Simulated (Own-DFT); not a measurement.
# Response to strain: wurtzite GaN, 96 atoms (Ga48N48)

Everything here is calculated. The program is Own-DFT (plane waves, in-house, since retired, never reviewed by a person); positions were held fixed, and spin and spin-orbit coupling were off.

Common settings: PBE; PseudoDojo norm-conserving scalar-relativistic files; cutoff 42 hartree; 3 x 4 x 3 k mesh centred on Gamma; Fermi-Dirac smearing of 0.1 eV.

Limits: forces on such cells passed a denser k mesh, each cell not checked; stress not checked against mesh or cutoff.

Unstrained cell vectors in Å: (12.756, 0.000, 0.000); (-4.783, 8.285, 0.000); (0.000, 0.000, 10.370). The unstrained cell has measured lattice constants (interpolated for alloys), not those of this functional. That, the random moves and any unrelaxed bonds set the pressure at no strain. In each run the cell takes a homogeneous strain; fractional positions stay. Random moves of width 0.05 Å per axis were added to every atom. Strain is the symmetric tensor, in per cent. Stress is positive in tension, and the pressure is minus a third of its trace.

```
run  e_xx (%)  e_yy (%)  e_zz (%)  e_yz (%)  e_xz (%)  e_xy (%)  s_xx (GPa)  s_yy (GPa)  s_zz (GPa)  s_yz (GPa)  s_xz (GPa)  s_xy (GPa)  P (GPa)  E (meV/atom)
  1      0.18      0.14      1.69     -1.68      1.32      0.76       -5.33       -5.57       -0.43       -3.00        2.32        2.81     3.78           9.0
  2      1.67      0.04     -1.52      1.41     -0.28      1.98       -4.05       -6.62      -14.85        3.74       -0.95        7.50     8.51          43.9
  3      0.73     -1.17      1.94      1.46     -0.24     -0.98       -3.56      -10.84       -0.32        3.56       -0.15       -2.13     4.91          10.4
  4      1.78      1.11     -1.89      0.41      0.50      1.34       -0.35       -1.73      -18.18        0.62        1.20        4.25     6.76          33.7
  5      0.26      1.38      1.52      1.22      1.66      0.97       -4.00       -1.28       -0.18        3.00        3.23        2.35     1.82           0.0
  6      0.27     -1.18     -1.67     -0.92     -0.24     -0.04       -9.06      -11.55      -18.64       -2.61       -0.54        0.83    13.08          29.7
  7     -0.27     -0.25     -1.76      0.57     -1.63      0.28      -10.97      -11.69      -15.27        1.64       -3.65       -0.60    12.64          44.0
  8     -1.39     -0.10     -0.50      1.17      0.31     -1.08      -12.91       -9.86      -12.39        2.44        0.68       -3.43    11.72          29.0
  9     -1.08     -0.57     -1.58      0.76      0.04      1.59      -14.22      -13.97      -15.24        1.43        0.17        5.60    14.48          35.0
 10     -0.31      0.88      0.98      0.75      1.17     -1.04       -7.88       -3.54       -2.41        1.67        2.57       -3.33     4.61           4.8
 11      0.59     -1.16     -1.55     -1.54     -1.97      0.57       -8.15      -12.22      -17.02       -3.35       -4.21        2.06    12.46          42.2
 12      0.11     -0.53      0.70      1.94     -1.75      0.80       -7.37       -9.59       -4.28        3.93       -3.75        2.68     7.08          14.8
 13     -1.95     -0.41     -1.28     -0.53      0.90      1.18      -17.51      -14.12      -16.56       -0.78        1.92        4.65    16.06          55.5
 14      1.38     -1.98      0.06     -0.18      0.64      1.28       -3.17      -16.28       -7.59       -0.36        1.14        3.68     9.01          29.8
 15     -1.65      0.82      0.52      1.81     -0.37     -0.78      -14.57       -5.33       -6.50        4.01       -0.65       -2.15     8.80          34.0
 16      1.42      1.01      0.21      1.28     -1.55     -0.02           ?           ?           ?           ?           ?           ?        ?             ?
```

The last column gives the free energy per atom over the lowest of the runs shown.

## Working it out

Each stress component was fitted by least squares to a constant and the strains of the runs shown, as fractions, with shears doubled. Shear strains stay in the fit of a normal stress only where such slopes are resolved. The slopes, in GPa:

| stress | at no strain | per e_xx | per e_yy | per e_zz | scatter |
|---|---|---|---|---|---|
| s_xx | -7.9 | 413 ± 19 | 71 ± 23 | 98 ± 16 | 0.81 |
| s_yy | -7.9 | 134 ± 26 | 445 ± 32 | 62 ± 22 | 1.13 |
| s_zz | -8.5 | 29 ± 30 | 38 ± 37 | 492 ± 25 | 1.28 |

The slope of each shear stress on twice its own strain, from a fit on all six strains: yz 107 ± 6, xz 107 ± 3, xy 160 ± 15 GPa. These are stiffnesses along x, y and z of the frame in which the cell vectors are given, with the crystal's c axis along z: C11, C12, C13 and C33. Hexagonal symmetry asks that xx and yy behave alike, which is a second check on the noise. The atoms are held to the strained lattice; where symmetry lets them move under strain, relaxing them would lower some slopes. Slopes across the diagonal should nearly agree, so their difference gauges the noise. A ninth of the table's sum, 198 ± 5 GPa, estimates the bulk modulus near the mean pressure of these runs, 9.0 GPa, so it lies above the value at zero pressure.

## Test on the hidden row

The question: what normal stresses and pressure should run 16 give?

Estimate: s_xx = -1.1, s_yy = -1.4, s_zz = -6.7 and P = 3.0 GPa. The calculation gave -1.54, -1.81, -4.70 and P = 2.68 GPa.
